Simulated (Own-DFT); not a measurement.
# Computed records: GaN (wurtzite, strained, atoms displaced)

All values are calculated (Own-DFT development build). A calculation, not a measurement: plane-wave PBE density functional theory by an unreviewed code, no spin, of a simulated periodic cell, stress positive in tension, free energy of the whole cell less one offset for each atom, forces on such cells passed a denser k mesh, this cell's mesh not checked; offsets are fitted by least squares, one for each functional and potential file, so energies compare only between cells with the same atoms and settings and are not formation energies; the far tail of each file's local potential was reset to the Coulomb form; each entry is a single point on an unrelaxed cell, so the pressure reflects the starting lattice, mostly measured values (interpolated for alloys), from which strain is counted, and rises with the displacements; printed positions are rounded, which can move forces by about a meV/angstrom; the program, named Own-DFT, is a retired in-house code; no spin-orbit coupling.

Settings shared by all entries: functional PBE; potential files PseudoDojo norm-conserving, scalar-relativistic, standard set with the stringent files for Ga; wave cutoff 96 hartree; occupations Gaussian; smearing width 0.01 eV; k mesh 3 x 4 x 3 centred on Gamma.

(1) 
```cif
# cell vector a (Å): 12.7560 0.0000 0.0000
# cell vector b (Å): -4.7835 8.2853 0.0000
# cell vector c (Å): 0.0000 0.0000 10.3441
data_GaN
_symmetry_space_group_name_H-M 'P 1'
_symmetry_Int_Tables_number 1
_cell_length_a 12.7560
_cell_length_b 9.5670
_cell_length_c 10.3441
_cell_angle_alpha 90.000
_cell_angle_beta 90.000
_cell_angle_gamma 120.000
_cell_volume 1093.24
loop_
_atom_site_label
_atom_site_type_symbol
_atom_site_fract_x
_atom_site_fract_y
_atom_site_fract_z
_atom_site_occupancy
Ga1 Ga 0.08214 0.22982 0.00550 1
Ga2 Ga 0.16563 0.11116 0.25355 1
N1 N 0.08133 0.21757 0.18681 1
N2 N 0.16878 0.12071 0.43327 1
Ga3 Ga 0.08047 0.23219 0.49566 1
Ga4 Ga 0.16704 0.10977 0.75249 1
N3 N 0.08498 0.22478 0.68533 1
N4 N 0.16166 0.10555 0.94262 1
Ga5 Ga 0.08680 0.56244 0.00255 1
Ga6 Ga 0.17160 0.45104 0.24493 1
N5 N 0.07625 0.56155 0.19195 1
N6 N 0.16981 0.44951 0.42324 1
Ga7 Ga 0.09012 0.56428 0.49428 1
Ga8 Ga 0.17299 0.44908 0.75074 1
N7 N 0.08009 0.54258 0.68364 1
N8 N 0.17375 0.44548 0.94806 1
Ga9 Ga 0.07280 0.88086 0.00702 1
Ga10 Ga 0.16129 0.77035 0.25440 1
N9 N 0.08784 0.88517 0.18715 1
N10 N 0.16852 0.79168 0.44602 1
Ga11 Ga 0.08142 0.87957 0.50851 1
Ga12 Ga 0.16462 0.78088 0.74647 1
N11 N 0.08197 0.88784 0.68744 1
N12 N 0.16798 0.78073 0.93918 1
Ga13 Ga 0.32433 0.21551 0.99269 1
Ga14 Ga 0.42211 0.11889 0.25090 1
N13 N 0.33531 0.22410 0.18495 1
N14 N 0.41374 0.11162 0.44039 1
Ga15 Ga 0.32842 0.21850 0.50237 1
Ga16 Ga 0.41955 0.12188 0.75088 1
N15 N 0.32997 0.22014 0.69474 1
N16 N 0.42349 0.11920 0.93910 1
Ga17 Ga 0.32589 0.54340 0.99746 1
Ga18 Ga 0.41805 0.43822 0.24996 1
N17 N 0.33573 0.55177 0.19421 1
N18 N 0.41551 0.44758 0.43885 1
Ga19 Ga 0.32648 0.55230 0.50436 1
Ga20 Ga 0.41153 0.44432 0.75079 1
N19 N 0.33004 0.54643 0.69150 1
N20 N 0.41971 0.45059 0.93662 1
Ga21 Ga 0.33519 0.89306 0.99679 1
Ga22 Ga 0.42313 0.78281 0.25004 1
N21 N 0.33327 0.88493 0.19281 1
N22 N 0.42219 0.77978 0.43162 1
Ga23 Ga 0.33451 0.88700 0.50043 1
Ga24 Ga 0.41250 0.78142 0.75181 1
N23 N 0.32951 0.88489 0.68333 1
N24 N 0.41277 0.76696 0.93754 1
Ga25 Ga 0.58418 0.22474 0.99976 1
Ga26 Ga 0.66742 0.11703 0.24918 1
N25 N 0.59824 0.23032 0.18789 1
N26 N 0.66749 0.11635 0.43420 1
Ga27 Ga 0.58349 0.22365 0.49053 1
Ga28 Ga 0.66760 0.11112 0.74425 1
N27 N 0.58238 0.22490 0.68599 1
N28 N 0.67731 0.11685 0.93557 1
Ga29 Ga 0.57515 0.55378 0.99736 1
Ga30 Ga 0.66826 0.44531 0.25059 1
N29 N 0.58735 0.56416 0.17707 1
N30 N 0.66682 0.44713 0.44065 1
Ga31 Ga 0.58585 0.55927 0.50291 1
Ga32 Ga 0.66641 0.43985 0.74920 1
N31 N 0.58062 0.55193 0.68252 1
N32 N 0.65348 0.43502 0.93652 1
Ga33 Ga 0.58117 0.88993 0.00373 1
Ga34 Ga 0.65665 0.77578 0.24780 1
N33 N 0.58927 0.89105 0.17556 1
N34 N 0.66894 0.77271 0.42714 1
Ga35 Ga 0.58010 0.88832 0.50253 1
Ga36 Ga 0.66547 0.77074 0.75616 1
N35 N 0.57938 0.88731 0.68898 1
N36 N 0.66709 0.78231 0.93586 1
Ga37 Ga 0.82682 0.22002 0.00746 1
Ga38 Ga 0.91470 0.11791 0.24903 1
N37 N 0.83274 0.22787 0.18125 1
N38 N 0.91307 0.11392 0.43544 1
Ga39 Ga 0.83656 0.22471 0.49863 1
Ga40 Ga 0.92172 0.11313 0.75342 1
N39 N 0.82642 0.21206 0.68841 1
N40 N 0.91523 0.11295 0.93270 1
Ga41 Ga 0.82399 0.54752 0.00576 1
Ga42 Ga 0.91470 0.44359 0.24908 1
N41 N 0.83776 0.56017 0.19393 1
N42 N 0.91144 0.44689 0.44184 1
Ga43 Ga 0.82924 0.55776 0.49321 1
Ga44 Ga 0.91780 0.44199 0.75227 1
N43 N 0.82922 0.54591 0.69325 1
N44 N 0.91088 0.44391 0.93131 1
Ga45 Ga 0.82699 0.88941 0.00244 1
Ga46 Ga 0.90861 0.76858 0.24789 1
N45 N 0.82943 0.88669 0.18340 1
N46 N 0.91587 0.77477 0.44053 1
Ga47 Ga 0.82804 0.88985 0.50008 1
Ga48 Ga 0.91841 0.77529 0.75199 1
N47 N 0.83019 0.88715 0.69522 1
N48 N 0.91574 0.77578 0.93233 1
_calc_free_energy_of_cell_above_offsets '-5.225'  # eV
_calc_pressure 7.3  # GPa
_calc_stress_xx -7.01  # GPa
_calc_stress_yy -4.98  # GPa
_calc_stress_zz -9.91  # GPa
_calc_stress_yz -0.23  # GPa
_calc_stress_xz -0.87  # GPa
_calc_stress_xy -0.73  # GPa
```

Force:
| element | x (eV/Å) | y (eV/Å) | z (eV/Å) |
| --- | --- | --- | --- |
| Ga | -0.098 | -1.773 | -1.037 |
| Ga | 0.498 | -0.476 | -1.172 |
| N | -0.394 | 0.868 | 0.882 |
| N | -0.748 | -1.05 | 1.676 |
| Ga | 0.929 | -0.84 | 0.085 |
| Ga | -1.02 | -0.125 | 0.099 |
| N | 0.284 | 0.044 | 0.138 |
| N | -0.669 | 0.077 | -0.598 |
| Ga | -0.809 | -0.613 | -0.535 |
| Ga | -0.532 | -0.61 | -1.119 |
| N | 1.802 | -1.362 | -0.698 |
| N | -0.933 | 0.181 | 2.369 |
| Ga | -1.035 | -0.935 | 0.35 |
| Ga | -1.568 | -1.194 | 0.657 |
| N | 0.237 | 1.444 | 0.3 |
| N | -3.409 | -0.696 | -1.834 |
| Ga | 0.884 | 0.43 | -0.975 |
| Ga | 0.69 | 1.954 | 0.181 |
| N | -1.543 | 0.41 | 1.158 |
| N | 1.616 | -1.762 | -1.323 |
| Ga | -2.081 | 1.919 | -1.487 |
| Ga | 0.604 | -1.146 | 0.675 |
| N | -0.086 | 0.334 | 0.945 |
| N | -0.246 | 0.08 | -0.555 |
| Ga | 1.265 | 0.903 | 0.968 |
| Ga | -0.286 | -0.939 | -0.412 |
| N | 0.052 | -0.662 | -0.194 |
| N | 0.469 | 0.055 | -0.322 |
| Ga | 0.196 | 0.948 | -0.111 |
| Ga | 0.665 | -1.026 | -0.297 |
| N | 0.057 | 0.248 | -0.722 |
| N | -1.038 | -1.145 | -0.136 |
| Ga | 2.739 | 2.307 | 1.9 |
| Ga | -0.139 | 0.899 | 0.177 |
| N | 0.029 | 0.804 | -1.277 |
| N | 0.446 | -0.38 | 0.429 |
| Ga | 1.393 | 0.414 | -1.08 |
| Ga | 1.766 | -0.119 | -0.165 |
| N | -0.325 | 1.905 | -0.905 |
| N | -1.439 | -1.755 | -0.404 |
| Ga | 0.189 | -0.417 | 0.74 |
| Ga | -0.34 | -0.705 | -1.138 |
| N | -0.071 | 0.696 | -0.483 |
| N | -1.086 | -0.505 | 1.481 |
| Ga | 0.369 | 0.604 | -0.8 |
| Ga | 0.893 | -0.478 | -0.095 |
| N | -0.066 | 0.776 | 0.995 |
| N | -0.336 | 1.113 | 0.299 |
| Ga | 1.068 | -0.655 | -0.103 |
| Ga | 1.498 | -1.363 | 0.161 |
| N | -2.646 | -0.119 | -0.371 |
| N | 0.445 | -0.861 | 0.303 |
| Ga | -0.356 | 0.021 | 1.422 |
| Ga | -0.749 | -0.265 | 0.813 |
| N | 0.25 | -0.84 | -0.589 |
| N | -3.013 | -1.396 | -0.265 |
| Ga | 1.496 | 0.918 | -0.432 |
| Ga | -0.652 | 1.065 | -0.04 |
| N | 0.076 | -1.492 | 1.912 |
| N | -0.639 | -0.401 | -1.05 |
| Ga | -0.837 | -0.463 | -1.06 |
| Ga | -0.536 | 0.478 | 0.009 |
| N | -0.094 | 0.078 | 1.676 |
| N | 0.949 | 1.587 | 0.286 |
| Ga | 0.084 | 0.107 | -3.415 |
| Ga | 1.916 | 0.085 | -0.679 |
| N | -1.443 | 0.904 | 3.226 |
| N | -1.178 | 0.735 | 1.693 |
| Ga | 1.109 | 0.304 | -0.279 |
| Ga | -0.584 | 0.445 | -1.245 |
| N | 0.214 | -0.46 | -0.042 |
| N | -0.585 | -0.893 | 0.845 |
| Ga | 1.958 | 1.021 | -2.824 |
| Ga | 0.529 | -1.105 | -0.532 |
| N | 0.381 | -0.237 | 2.509 |
| N | 0.729 | -0.298 | -0.023 |
| Ga | -1.201 | 0.306 | 0.902 |
| Ga | -1.005 | -0.279 | -1.063 |
| N | 1.539 | 1.177 | -0.724 |
| N | 0.312 | 0.363 | 2.068 |
| Ga | 0.159 | 0.632 | -1.459 |
| Ga | -0.109 | -0.097 | 0.992 |
| N | -0.835 | -1.687 | -1.101 |
| N | 1.503 | 0.06 | -0.891 |
| Ga | 0.68 | -0.282 | 1.954 |
| Ga | -0.557 | -0.763 | -1.312 |
| N | 0.359 | 1.214 | -1.139 |
| N | 0.965 | 0.222 | 2.446 |
| Ga | 1.162 | 0.295 | -1.236 |
| Ga | 0.476 | 2.811 | 0.768 |
| N | 0.086 | 0.475 | 1.378 |
| N | -0.394 | 1.132 | -0.385 |
| Ga | 1.001 | -0.063 | 0.461 |
| Ga | -1.053 | -0.664 | -0.872 |
| N | 0.651 | 0.026 | -1.24 |
| N | -0.903 | -0.477 | 1.912 |

(2) 
```cif
# cell vector a (Å): 12.7560 0.0000 0.0000
# cell vector b (Å): -4.7835 8.2853 0.0000
# cell vector c (Å): 0.0000 0.0000 10.3441
data_GaN
_symmetry_space_group_name_H-M 'P 1'
_symmetry_Int_Tables_number 1
_cell_length_a 12.7560
_cell_length_b 9.5670
_cell_length_c 10.3441
_cell_angle_alpha 90.000
_cell_angle_beta 90.000
_cell_angle_gamma 120.000
_cell_volume 1093.24
loop_
_atom_site_label
_atom_site_type_symbol
_atom_site_fract_x
_atom_site_fract_y
_atom_site_fract_z
_atom_site_occupancy
Ga1 Ga 0.08106 0.21739 0.00051 1
Ga2 Ga 0.17348 0.11663 0.24702 1
N1 N 0.08422 0.23001 0.18874 1
N2 N 0.16749 0.11938 0.44513 1
Ga3 Ga 0.08770 0.21665 0.50218 1
Ga4 Ga 0.16484 0.11301 0.75475 1
N3 N 0.08807 0.22226 0.67984 1
N4 N 0.16257 0.09864 0.93059 1
Ga5 Ga 0.08590 0.54464 0.00267 1
Ga6 Ga 0.16458 0.44900 0.25429 1
N5 N 0.08305 0.55632 0.18351 1
N6 N 0.16354 0.43679 0.44042 1
Ga7 Ga 0.08025 0.55585 0.50937 1
Ga8 Ga 0.15666 0.43443 0.74537 1
N7 N 0.07504 0.55602 0.68758 1
N8 N 0.15840 0.43523 0.94637 1
Ga9 Ga 0.09094 0.89244 0.00237 1
Ga10 Ga 0.17233 0.78831 0.24342 1
N9 N 0.08736 0.88448 0.18904 1
N10 N 0.17081 0.77320 0.43412 1
Ga11 Ga 0.08524 0.88807 0.49855 1
Ga12 Ga 0.16674 0.78360 0.75478 1
N11 N 0.08206 0.89008 0.68647 1
N12 N 0.16497 0.77341 0.93835 1
Ga13 Ga 0.32260 0.20908 0.99838 1
Ga14 Ga 0.41615 0.11308 0.24292 1
N13 N 0.33595 0.21812 0.19227 1
N14 N 0.41434 0.09979 0.44936 1
Ga15 Ga 0.33631 0.22465 0.50063 1
Ga16 Ga 0.41596 0.10405 0.75510 1
N15 N 0.34296 0.22308 0.68700 1
N16 N 0.41572 0.11261 0.93766 1
Ga17 Ga 0.33431 0.56424 0.00012 1
Ga18 Ga 0.40977 0.43930 0.25516 1
N17 N 0.33874 0.55905 0.18257 1
N18 N 0.40889 0.43636 0.44419 1
Ga19 Ga 0.32998 0.54641 0.49986 1
Ga20 Ga 0.42008 0.44365 0.74956 1
N19 N 0.33038 0.55169 0.68803 1
N20 N 0.41081 0.43822 0.93744 1
Ga21 Ga 0.33415 0.88792 0.00052 1
Ga22 Ga 0.41870 0.76747 0.24144 1
N21 N 0.32816 0.87999 0.18685 1
N22 N 0.41637 0.78060 0.44152 1
Ga23 Ga 0.33696 0.88597 0.50410 1
Ga24 Ga 0.41257 0.77460 0.74705 1
N23 N 0.33238 0.88349 0.68642 1
N24 N 0.41834 0.77109 0.94335 1
Ga25 Ga 0.58692 0.22214 0.99579 1
Ga26 Ga 0.67729 0.11652 0.24430 1
N25 N 0.58388 0.22086 0.19211 1
N26 N 0.66797 0.10263 0.44029 1
Ga27 Ga 0.58090 0.21502 0.49670 1
Ga28 Ga 0.65874 0.10119 0.74406 1
N27 N 0.58847 0.23134 0.69031 1
N28 N 0.66750 0.11822 0.92763 1
Ga29 Ga 0.58927 0.56142 0.99275 1
Ga30 Ga 0.66499 0.44159 0.24121 1
N29 N 0.58752 0.55961 0.19516 1
N30 N 0.66802 0.44013 0.43820 1
Ga31 Ga 0.58520 0.55487 0.50566 1
Ga32 Ga 0.67320 0.44831 0.75065 1
N31 N 0.58307 0.55691 0.69016 1
N32 N 0.67009 0.44742 0.93889 1
Ga33 Ga 0.58471 0.89374 0.00125 1
Ga34 Ga 0.65928 0.77701 0.25076 1
N33 N 0.58434 0.89128 0.18788 1
N34 N 0.66683 0.77176 0.44336 1
Ga35 Ga 0.58758 0.88965 0.49750 1
Ga36 Ga 0.66631 0.77294 0.74669 1
N35 N 0.58016 0.88276 0.68531 1
N36 N 0.67679 0.78175 0.93342 1
Ga37 Ga 0.83228 0.21770 0.00405 1
Ga38 Ga 0.92220 0.11044 0.24839 1
N37 N 0.83158 0.22776 0.18614 1
N38 N 0.92076 0.10637 0.42783 1
Ga39 Ga 0.82996 0.21658 0.49165 1
Ga40 Ga 0.91919 0.11500 0.75004 1
N39 N 0.84508 0.23089 0.69400 1
N40 N 0.91610 0.10475 0.94100 1
Ga41 Ga 0.84127 0.55735 0.99906 1
Ga42 Ga 0.92124 0.44939 0.26059 1
N41 N 0.82897 0.55071 0.18733 1
N42 N 0.91998 0.44430 0.44737 1
Ga43 Ga 0.83494 0.55958 0.50380 1
Ga44 Ga 0.92227 0.45392 0.74582 1
N43 N 0.83425 0.54236 0.68560 1
N44 N 0.92033 0.45172 0.93793 1
Ga45 Ga 0.83234 0.89072 0.00773 1
Ga46 Ga 0.90981 0.76972 0.25042 1
N45 N 0.83787 0.88930 0.19869 1
N46 N 0.90940 0.77932 0.44112 1
Ga47 Ga 0.84213 0.89104 0.50116 1
Ga48 Ga 0.91624 0.78056 0.75243 1
N47 N 0.83507 0.89811 0.69403 1
N48 N 0.92271 0.77436 0.94007 1
_calc_free_energy_of_cell_above_offsets '-4.680'  # eV
_calc_pressure 7.54  # GPa
_calc_stress_xx -6.95  # GPa
_calc_stress_yy -7.67  # GPa
_calc_stress_zz -7.99  # GPa
_calc_stress_yz 0.3  # GPa
_calc_stress_xz 0.35  # GPa
_calc_stress_xy 0.78  # GPa
```

Force:
| element | x (eV/Å) | y (eV/Å) | z (eV/Å) |
| --- | --- | --- | --- |
| Ga | 0.14 | -0.223 | 0.29 |
| Ga | -1.559 | -0.9 | 1.25 |
| N | 1.405 | -0.599 | -0.365 |
| N | 2.398 | -2.052 | -1.911 |
| Ga | -2.404 | 0.948 | -1.232 |
| Ga | 1.32 | -0.024 | -2.608 |
| N | -0.724 | -0.505 | 2.22 |
| N | -0.648 | 1.404 | 2.001 |
| Ga | -2.474 | 1.342 | -0.397 |
| Ga | 0.381 | 0.247 | -0.201 |
| N | -0.024 | 0.261 | 1.54 |
| N | -0.429 | 0.812 | 0.093 |
| Ga | 1.394 | 0.277 | -1.831 |
| Ga | 0.605 | 1.496 | 0.742 |
| N | 2.992 | 1.391 | 0.856 |
| N | 2.256 | 0.047 | -2.11 |
| Ga | -0.892 | -1.908 | -0.028 |
| Ga | 0.077 | -2.386 | 1.582 |
| N | -2.124 | 1.439 | 0.013 |
| N | -1.035 | 0.345 | 0.506 |
| Ga | 0.205 | 0.03 | -0.399 |
| Ga | 0.051 | -0.607 | -0.752 |
| N | 0.123 | 0.104 | 0.226 |
| N | 0.969 | 0.068 | 0.401 |
| Ga | 1.096 | 1.88 | -0.073 |
| Ga | 1.73 | -1.656 | 1.763 |
| N | -1.17 | 0.893 | -1.192 |
| N | -0.562 | 1.536 | -2.063 |
| Ga | 0.353 | -1.657 | 0.679 |
| Ga | 0.291 | 0.879 | -1.4 |
| N | -1.407 | -0.429 | 0.73 |
| N | 0.452 | -0.586 | 0.991 |
| Ga | 0.439 | -2.934 | -0.65 |
| Ga | 1.323 | 0.766 | -0.486 |
| N | -0.731 | -1.767 | 1.005 |
| N | 1.411 | 1.187 | -1.041 |
| Ga | -0.828 | 1.436 | 0.309 |
| Ga | -0.986 | -0.454 | 0.302 |
| N | -0.234 | -0.273 | 0.486 |
| N | 0.397 | 0.359 | 0.576 |
| Ga | -0.094 | -0.213 | -0.361 |
| Ga | -1.372 | 1.989 | 2.048 |
| N | 2.018 | 1.479 | -0.405 |
| N | 1.471 | -1.369 | -1.21 |
| Ga | -0.971 | -0.62 | -0.821 |
| Ga | 0.762 | -0.64 | 0.342 |
| N | -0.527 | 0.325 | 1.327 |
| N | -0.553 | 2.171 | -1.296 |
| Ga | -0.944 | 0.627 | 0.489 |
| Ga | -2.334 | -0.998 | 1.438 |
| N | 0.167 | -0.62 | -1.044 |
| N | -0.712 | 1.034 | -1.144 |
| Ga | 0.303 | 0.751 | 0.561 |
| Ga | 1.25 | 1.534 | -0.487 |
| N | -0.274 | -1.578 | -0.39 |
| N | 0.733 | -1.276 | 1.613 |
| Ga | -0.922 | -0.867 | 1.124 |
| Ga | -0.035 | 0.321 | 1.541 |
| N | -1.338 | -0.688 | -1.289 |
| N | -0.375 | 0.052 | -0.168 |
| Ga | 0.046 | -0.691 | -1.169 |
| Ga | -0.474 | -0.351 | 0.065 |
| N | 0.922 | -0.327 | 0.167 |
| N | 0.206 | -0.098 | 0.087 |
| Ga | 0.765 | -0.136 | -1.036 |
| Ga | 1.831 | -0.062 | 0.954 |
| N | 0.1 | 0.494 | -0.315 |
| N | -0.004 | 0.718 | -0.466 |
| Ga | -0.491 | -1.498 | 0.209 |
| Ga | -0.181 | 1.265 | 0.07 |
| N | 0.013 | -0.027 | 0.477 |
| N | -1.764 | -0.076 | 0.667 |
| Ga | -0.006 | 1.283 | -1.835 |
| Ga | -0.758 | 0.251 | -0.36 |
| N | 2.172 | 0.304 | 0.534 |
| N | -0.642 | 0.667 | 2.014 |
| Ga | 1.65 | 0.368 | 1.763 |
| Ga | 0.013 | 0.146 | 0.289 |
| N | -1.497 | -1.063 | -1.331 |
| N | -0.209 | 0.717 | 0.018 |
| Ga | -0.792 | -0.12 | 0.325 |
| Ga | -0.389 | 0.195 | -1.093 |
| N | 1.143 | 0.32 | 0.371 |
| N | -0.986 | -0.169 | -1.081 |
| Ga | -0.288 | -0.834 | -0.814 |
| Ga | -0.712 | -2.326 | 2.011 |
| N | -1.872 | 2.568 | 0.356 |
| N | 0.902 | -1.545 | -0.152 |
| Ga | 1.6 | -0.727 | -0.196 |
| Ga | 1.118 | 0.122 | 0.229 |
| N | -1.54 | -0.077 | -1.477 |
| N | 3.265 | -1.219 | -0.815 |
| Ga | -2.846 | 0.949 | 0.663 |
| Ga | 0.223 | -0.47 | -0.002 |
| N | 0.576 | -1.237 | -1.005 |
| N | -0.925 | 1.081 | 0.188 |
